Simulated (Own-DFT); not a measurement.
Simulation results for SiGe (diamond-structure random alloy, atoms displaced)

A calculation, not a measurement: plane-wave PBE density functional theory by an unreviewed code, no spin, of a simulated periodic cell, stress positive in tension, free energy of the whole cell less one offset for each atom, forces on such cells passed a denser k mesh, this cell's mesh not checked; offsets are fitted by least squares, one for each functional and potential file, so energies compare only between cells with the same atoms and settings and are not formation energies; the far tail of each file's local potential was reset to the Coulomb form; each entry is a single point on an unrelaxed cell, so the pressure reflects the starting lattice, mostly measured values, from which strain is counted, and rises with the displacements; printed positions are rounded, which can move forces by about a meV/angstrom; the program is a retired in-house code; no spin-orbit coupling. Program: Own-DFT development build.

Entry: SiGe (diamond-structure random alloy, atoms displaced)

```
SiGe
1.0
     11.0890     0.0000     0.0000
      0.0000    11.0890     0.0000
      0.0000     0.0000    11.0890
Ge Si Ge Si Ge Si Ge Si Ge Si Ge Si Ge Si Ge Si Ge Si Ge Si Ge Si Ge Si Ge Si Ge Si Ge Si Ge Si Ge
2 1 1 1 1 4 4 3 1 1 1 1 4 3 2 1 1 2 1 1 3 4 1 1 4 2 1 3 1 2 3 2 1
Direct
  0.99530 0.99586 0.00117
  0.99837 0.24974 0.24838
  0.24811 0.00289 0.25469
  0.25498 0.24590 0.99865
  0.12727 0.11916 0.12836
  0.12649 0.37732 0.37434
  0.37440 0.12668 0.37510
  0.37575 0.37498 0.12675
  0.99869 0.00047 0.50105
  0.99550 0.24972 0.74666
  0.25329 0.00011 0.74948
  0.24749 0.24917 0.49922
  0.12138 0.11592 0.62725
  0.11968 0.37465 0.87953
  0.37765 0.12463 0.87233
  0.37677 0.37960 0.62176
  0.99995 0.49640 0.00268
  0.00128 0.74953 0.24424
  0.25001 0.50121 0.24799
  0.24626 0.74489 0.99821
  0.12704 0.62685 0.12508
  0.12636 0.87268 0.37174
  0.37825 0.61931 0.37638
  0.37725 0.87107 0.12455
  0.99928 0.49944 0.49826
  0.00220 0.75438 0.75044
  0.24945 0.49483 0.75281
  0.24867 0.74975 0.50054
  0.12485 0.62576 0.62810
  0.12460 0.87333 0.87341
  0.37758 0.62327 0.87615
  0.37489 0.87700 0.62723
  0.49919 0.99524 0.00243
  0.49691 0.25169 0.24575
  0.74676 0.00062 0.24680
  0.75163 0.25499 0.00285
  0.62877 0.12155 0.12366
  0.62634 0.37496 0.37597
  0.87489 0.12066 0.37764
  0.87494 0.37397 0.12187
  0.50045 0.99938 0.50050
  0.50095 0.25218 0.74504
  0.74921 0.00209 0.74903
  0.75184 0.25281 0.49622
  0.62986 0.12151 0.62572
  0.62282 0.37491 0.87681
  0.87429 0.12290 0.87665
  0.87452 0.37250 0.62314
  0.49942 0.49973 0.99775
  0.50080 0.75144 0.24828
  0.75576 0.50172 0.25306
  0.75261 0.75322 0.99788
  0.62681 0.62274 0.12943
  0.62584 0.87084 0.37614
  0.87560 0.62281 0.37247
  0.87266 0.87269 0.12766
  0.50053 0.49833 0.50075
  0.49537 0.74853 0.75083
  0.75094 0.49813 0.74777
  0.75054 0.74571 0.49893
  0.62646 0.62515 0.61891
  0.62592 0.87290 0.87749
  0.87592 0.62439 0.87751
  0.87685 0.87836 0.62842
```

| Item | Value |
| --- | --- |
| functional | PBE |
| potential files | PseudoDojo norm-conserving, scalar-relativistic, standard set |
| wave cutoff | 42 hartree |
| occupations | Fermi-Dirac |
| smearing width | 0.1 eV |
| k mesh | 3 x 3 x 3 centred on Gamma |
| free energy of cell above offsets | -6.472 eV |
| pressure | 2.77 GPa |
| stress xx | -2.79 GPa |
| stress yy | -2.74 GPa |
| stress zz | -2.78 GPa |
| stress yz | 0.37 GPa |
| stress xz | -0.43 GPa |
| stress xy | 0.52 GPa |

Force:
```tsv
element	x (eV/Å)	y (eV/Å)	z (eV/Å)
Ge	0.969	0.386	0.362
Ge	0.291	-0.251	-0.268
Si	0.735	-0.193	-0.424
Ge	-0.365	-0.084	0.582
Si	-0.172	0.345	-0.411
Ge	0.004	-0.009	-0.574
Si	0.465	-0.2	-0.164
Si	-0.333	0.211	-0.154
Si	0.221	-0.753	-0.435
Si	0.509	-0.38	0.532
Ge	-0.119	0.184	0.802
Ge	0.529	-0.105	0.484
Ge	-0.14	1.206	-0.107
Ge	0.321	-0.503	-0.772
Si	0.801	-0.025	0.026
Si	-0.303	-0.512	0.526
Si	-0.298	1.055	0.301
Ge	-0.127	-0.665	0.699
Si	0.135	-0.08	-0.258
Ge	0.677	0.034	-0.105
Si	-0.324	-1.212	-0.095
Ge	-0.131	0.393	0.766
Ge	-0.341	0.809	-0.271
Ge	-0.77	0.539	0.418
Ge	-0.06	0.461	0.098
Si	-0.65	-0.987	0.287
Si	0.483	0.482	-0.014
Si	0.405	-0.213	-0.018
Ge	0.257	0.018	0.072
Ge	0.007	0.26	0.086
Si	-0.657	-0.098	-0.729
Ge	0.302	-0.688	-0.805
Si	0.279	0.465	-0.957
Si	0.275	-0.439	0.5
Ge	0.193	-0.812	1.306
Si	-0.144	-0.53	-0.344
Ge	-1.103	1.129	-0.615
Ge	-0.624	0.334	-0.832
Ge	0.167	0.184	-0.363
Si	-0.145	0.499	0.538
Si	0.414	0.249	-0.339
Si	-0.106	-0.551	-0.023
Si	-0.464	-0.495	0.618
Ge	-0.465	-1.062	0.644
Si	-0.731	0.526	-0.331
Ge	0.358	-0.638	-0.461
Ge	-0.395	0.829	-0.324
Ge	0.339	0.123	0.172
Ge	-0.042	0.361	1.086
Si	0.579	-0.653	0.531
Si	-0.391	-0.344	-0.726
Ge	-0.63	-1.118	0.207
Si	0.088	0.298	-0.173
Si	-0.604	0.457	-0.205
Si	0.304	0.289	0.007
Ge	-0.036	0.282	-0.181
Si	0.135	-0.144	0.012
Si	0.825	0.018	0.283
Ge	0.071	0.529	0.562
Ge	0.703	0.769	-0.556
Ge	-1.016	-0.231	1.046
Si	-0.611	0.478	-0.861
Si	0.653	0.008	-0.444
Ge	-0.197	-0.237	-0.211
```
